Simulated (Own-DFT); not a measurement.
Ti₁₂O₂₃ (rutile with two vacancies, atoms displaced), Ti₁₂O₂₃ (rutile with two vacancies) (calculated)

Computed with Own-DFT development build. A calculation, not a measurement: plane-wave PBE density functional theory by an unreviewed code, no spin, of a simulated periodic cell, stress positive in tension, free energy of the whole cell less one offset for each atom, defect cell not probed for a lower state with spin; oxygen file: force components 24 meV/angstrom off all-electron in one glass; k mesh not checked against a denser one; offsets are fitted by least squares, one for each functional and potential file, so energies compare only between cells with the same atoms and settings and are not formation energies; the far tail of each file's local potential was reset to the Coulomb form; each entry is a single point on an unrelaxed cell, so the pressure reflects the starting lattice, mostly measured values (interpolated for alloys), from which strain is counted, and rises with the displacements; printed positions are rounded, which can move forces by about a meV/angstrom; the program, named Own-DFT, is a retired in-house code; no spin-orbit coupling; before rounding, a Quantum ESPRESSO 7.3.1 run of the same cell and cutoff gave forces within 1 meV/angstrom rms on each cell, which checks the program and not the settings.

Settings shared by all entries: functional PBE; potential files PseudoDojo norm-conserving, scalar-relativistic, standard set; wave cutoff 72 hartree; occupations Fermi-Dirac; smearing width 0.1 eV; k mesh 3 x 3 x 3 centred on Gamma.

(1) 
```xyz
70
Lattice="9.1874 0.0000 0.0000 0.0000 9.1874 0.0000 0.0000 0.0000 8.8761" Properties=species:S:1:pos:R:3:force_x:R:1:force_y:R:1:force_z:R:1 formula=Ti12O23 free_energy_of_cell_above_offsets=-6.543 pressure=8.87 stress_xx=-7.92 stress_yy=-7.48 stress_zz=-11.21 stress_yz=-1.35 stress_xz=0.53 stress_xy=0.36
Ti     9.1320     9.1395     0.1526      2.631     -0.676     -0.435
Ti     2.3584     2.4064     1.4756       0.21     -3.055     -0.186
O      1.4149     1.3517     0.1219      0.901      1.327     -2.004
O      3.2104     3.3495     8.7764     -2.077      -2.73      0.547
O      3.6719     0.8988     1.4633     -0.449      0.838     -1.095
O      0.8636     3.7558     1.4957      0.768     -1.119     -0.239
Ti     9.0473     0.0071     3.0609      4.031      0.371      0.256
Ti     2.3074     2.3663     4.3835     -0.009     -1.278     -0.247
O      1.3705     1.3088     2.9250      1.102      2.131      0.403
O      3.0871     3.2834     2.9464      0.849     -0.352      0.397
O      3.7491     0.7974     4.4360     -1.812      1.997      1.755
O      0.9962     3.7481     4.4479     -0.369      -0.52       0.26
Ti     9.1217     0.1466     6.0417      1.388     -3.051     -1.706
Ti     2.1834     2.2062     7.3684      1.132      0.397      1.474
O      1.3442     1.5517     5.9468     -0.044     -0.666     -0.352
O      3.4065     3.1650     5.9160     -1.819     -1.342      -0.02
O      0.8898     3.7079     7.4041      1.399      -1.55      1.384
Ti     0.1971     4.5169     0.0173     -1.407      2.204      0.527
Ti     2.3659     6.7361     1.4744      -1.58       1.34       0.32
O      1.3236     6.1131     8.8696     -0.104     -1.399      0.989
O      3.2848     7.8071     8.8605     -1.099     -1.584       0.58
O      3.6342     5.2650     1.5739      -1.72      2.848     -1.124
O      0.9584     8.3495     1.5184     -0.094     -0.917     -0.716
Ti     9.0926     4.6271     2.9408      0.536     -0.616      3.768
Ti     2.4178     6.8380     4.3261      -3.74      2.746      3.066
O      1.2373     5.9699     2.8351      2.384      1.175      0.576
O      3.2534     7.7745     3.0144     -1.676     -1.842     -1.049
O      3.7000     5.4806     4.2346      -2.92      2.994      6.198
O      0.8411     8.2752     4.5054      0.302     -0.042     -0.871
Ti     9.1790     4.5267     6.1077      0.501      4.038       -4.4
Ti     2.3018     6.9554     7.4089     -0.096     -0.607     -2.841
O      1.4064     5.9741     5.9882      0.198     -0.758     -0.545
O      3.1235     7.8328     5.9436      1.399      -0.12     -0.773
O      3.6696     5.3885     7.4039      0.481      0.902     -0.624
O      0.9827     8.2389     7.3212     -1.182      1.531      0.541
Ti     4.5362     9.0382     8.8643      1.229      2.665      3.479
Ti     6.9315     2.3466     1.4110     -3.026     -1.781      0.905
O      5.9759     1.3417     0.0290      0.271      0.404     -0.812
O      7.8197     3.1501     8.8590      0.961      1.426     -0.435
O      8.3223     0.9332     1.3666     -0.995      0.405      1.366
O      5.5392     3.8320     1.4748      1.319     -1.678     -0.107
Ti     4.6296     9.1006     2.9112     -0.358      3.315      1.967
Ti     6.9498     2.4334     4.4990     -2.344     -2.637     -3.558
O      5.9296     1.3211     2.9891      1.555      1.764     -0.169
O      7.7651     3.0244     2.9147      1.253      1.421      1.074
O      8.2921     0.8436     4.4660     -1.252      1.763      0.829
O      5.5227     3.7777     4.4206      0.945     -0.947      0.256
Ti     4.6319     0.1102     6.1058     -0.666     -0.022      -5.43
Ti     6.9421     2.4629     7.3915     -2.427      -3.03      2.152
O      6.0530     1.2698     5.8943      0.138      0.911      0.833
O      7.7894     3.1037     5.9486      1.612      1.344      0.045
O      8.3414     0.8577     7.4440     -1.147      1.583      0.834
O      5.4292     3.6054     7.3935       1.64      0.033     -0.002
Ti     4.5589     4.5132     0.1011      1.032      1.184     -1.252
Ti     6.9847     6.8471     1.5091     -1.704     -0.216     -0.629
O      5.8796     6.1128     8.8658      0.586      0.439     -0.025
O      7.7546     7.8252     8.7854     -0.091      0.114      1.287
O      8.3159     5.5221     1.6361     -1.198      0.268     -2.929
O      5.4334     8.3335     1.5480      2.233     -2.243     -2.665
Ti     4.4915     4.6867     3.1032      5.234     -4.309     -5.711
Ti     6.9128     6.9562     4.4096     -0.506     -0.078      1.686
O      6.0791     5.9609     2.9349      -0.32      0.881      0.155
O      7.9201     7.7961     2.8646     -2.172     -1.369       0.38
O      8.2773     5.4070     4.5207     -0.701      0.353     -0.734
O      5.3849     8.3636     4.3861      2.707     -2.827      1.981
Ti     4.6868     4.5524     5.9576     -1.055      0.795      2.352
Ti     6.8713     6.9786     7.4487      0.286     -1.967     -1.533
O      5.9680     6.0706     5.9171     -0.355      0.117     -0.366
O      7.7542     7.8210     5.9498     -0.595      0.563     -0.206
O      8.2853     5.6056     7.3090     -0.105      -1.26      1.164
```

Units: free_energy_of_cell_above_offsets in eV; pressure, stress_xx, stress_yy, stress_zz, stress_yz, stress_xz, stress_xy in GPa; force_x, force_y, force_z in eV/Å.

(2) 
```xyz
70
Lattice="9.1874 0.0000 0.0000 0.0000 9.1874 0.0000 0.0000 0.0000 8.8761" Properties=species:S:1:pos:R:3:force_x:R:1:force_y:R:1:force_z:R:1 formula=Ti12O23 free_energy_of_cell_above_offsets=-16.124 pressure=3.91 stress_xx=-3.96 stress_yy=-3.94 stress_zz=-3.83 stress_yz=-0.05 stress_xz=-0.02 stress_xy=-0.02
Ti     0.0000     0.0000     0.0000     -1.046     -0.854     -0.012
Ti     2.2969     2.2969     1.4794      1.899     -0.578       1.29
O      3.1935     3.1935     0.0000     -0.907     -0.532      0.427
O      3.6970     0.8967     1.4794     -0.992      0.573     -0.251
Ti     0.0000     0.0000     2.9587     -0.265     -0.208      0.353
Ti     2.2969     2.2969     4.4380      0.112     -0.006      0.377
O      1.4002     1.4002     2.9587     -0.203       0.35     -0.629
O      3.1935     3.1935     2.9587      -0.63      0.156     -0.739
O      3.6970     0.8967     4.4380     -0.188      0.192     -0.028
O      0.8967     3.6970     4.4380      0.102     -0.107     -0.331
Ti     0.0000     0.0000     5.9174     -0.143     -0.089     -0.323
Ti     2.2969     2.2969     7.3967      0.145      0.461     -1.068
O      1.4002     1.4002     5.9174     -0.046     -0.036      0.234
O      3.1935     3.1935     5.9174     -0.086     -0.019      0.183
O      3.6970     0.8967     7.3967     -0.635      0.347      0.194
O      0.8967     3.6970     7.3967      0.331     -0.439      0.167
Ti     0.0000     4.5937     0.0000     -0.372      0.199     -1.108
Ti     2.2969     6.8906     1.4794      0.302     -0.126      0.033
O      1.4002     5.9939     0.0000     -0.278     -0.543      0.203
O      3.1935     7.7872     0.0000     -0.018      0.097      0.034
O      3.6970     5.4904     1.4794     -0.176      0.053     -0.006
O      0.8967     8.2907     1.4794      0.208      0.382     -0.417
Ti     0.0000     4.5937     2.9587     -0.609      0.506      1.324
Ti     2.2969     6.8906     4.4380      0.202      0.025      0.165
O      1.4002     5.9939     2.9587     -0.301     -0.578     -0.241
O      3.1935     7.7872     2.9587     -0.013      0.068      -0.07
O      3.6970     5.4904     4.4380     -0.138      0.064     -0.046
O      0.8967     8.2907     4.4380      0.035      0.014     -0.045
Ti     0.0000     4.5937     5.9174     -0.165      0.108      0.142
Ti     2.2969     6.8906     7.3967      0.301     -0.149     -0.192
O      1.4002     5.9939     5.9174      -0.09     -0.041      0.033
O      3.1935     7.7872     5.9174     -0.017      0.033      0.031
O      3.6970     5.4904     7.3967     -0.131      0.066      0.051
O      0.8967     8.2907     7.3967      0.181      0.382      0.457
Ti     4.5937     0.0000     0.0000      0.195     -0.206     -0.076
Ti     6.8906     2.2969     1.4794     -0.217      0.082     -0.027
O      5.9939     1.4002     0.0000     -0.063      -0.06      0.029
O      7.7872     3.1935     0.0000      0.447      0.223       0.13
O      8.2907     0.8967     1.4794      0.336      0.145     -0.342
O      5.4904     3.6970     1.4794      0.058     -0.118     -0.003
Ti     4.5937     0.0000     2.9587      0.217     -0.228      0.189
Ti     6.8906     2.2969     4.4380     -0.139     -0.047      0.154
O      5.9939     1.4002     2.9587     -0.056     -0.041     -0.067
O      7.7872     3.1935     2.9587      0.602      0.261     -0.197
O      8.2907     0.8967     4.4380      0.039       0.03     -0.027
O      5.4904     3.6970     4.4380      0.054     -0.118     -0.073
Ti     4.5937     0.0000     5.9174      0.148     -0.158     -0.105
Ti     6.8906     2.2969     7.3967     -0.218      0.097     -0.097
O      5.9939     1.4002     5.9174     -0.025     -0.041      0.018
O      7.7872     3.1935     5.9174       0.09       0.05       0.01
O      8.2907     0.8967     7.3967      0.391      0.146      0.413
O      5.4904     3.6970     7.3967      0.043     -0.102      0.062
Ti     4.5937     4.5937     0.0000      0.337      0.278     -0.079
Ti     6.8906     6.8906     1.4794     -0.292      0.071      0.045
O      5.9939     5.9939     0.0000     -0.081     -0.114      0.032
O      7.7872     7.7872     0.0000      0.384      0.357      0.033
O      8.2907     5.4904     1.4794      0.746     -0.711      0.026
O      5.4904     8.2907     1.4794      0.087     -0.058     -0.024
Ti     4.5937     4.5937     2.9587       0.33      0.277      0.051
Ti     6.8906     6.8906     4.4380     -0.163      0.043      0.003
O      5.9939     5.9939     2.9587     -0.055     -0.082     -0.025
O      7.7872     7.7872     2.9587      0.205      0.163     -0.049
O      8.2907     5.4904     4.4380      0.078     -0.069     -0.353
O      5.4904     8.2907     4.4380     -0.007      0.002     -0.011
Ti     4.5937     4.5937     5.9174      0.134      0.133      0.039
Ti     6.8906     6.8906     7.3967     -0.177     -0.053     -0.051
O      5.9939     5.9939     5.9174     -0.045     -0.072     -0.014
O      7.7872     7.7872     5.9174      0.212      0.174      0.017
O      8.2907     5.4904     7.3967      0.003     -0.016      0.149
O      5.4904     8.2907     7.3967      0.034     -0.005      0.026
```

Units: free_energy_of_cell_above_offsets in eV; pressure, stress_xx, stress_yy, stress_zz, stress_yz, stress_xz, stress_xy in GPa; force_x, force_y, force_z in eV/Å.
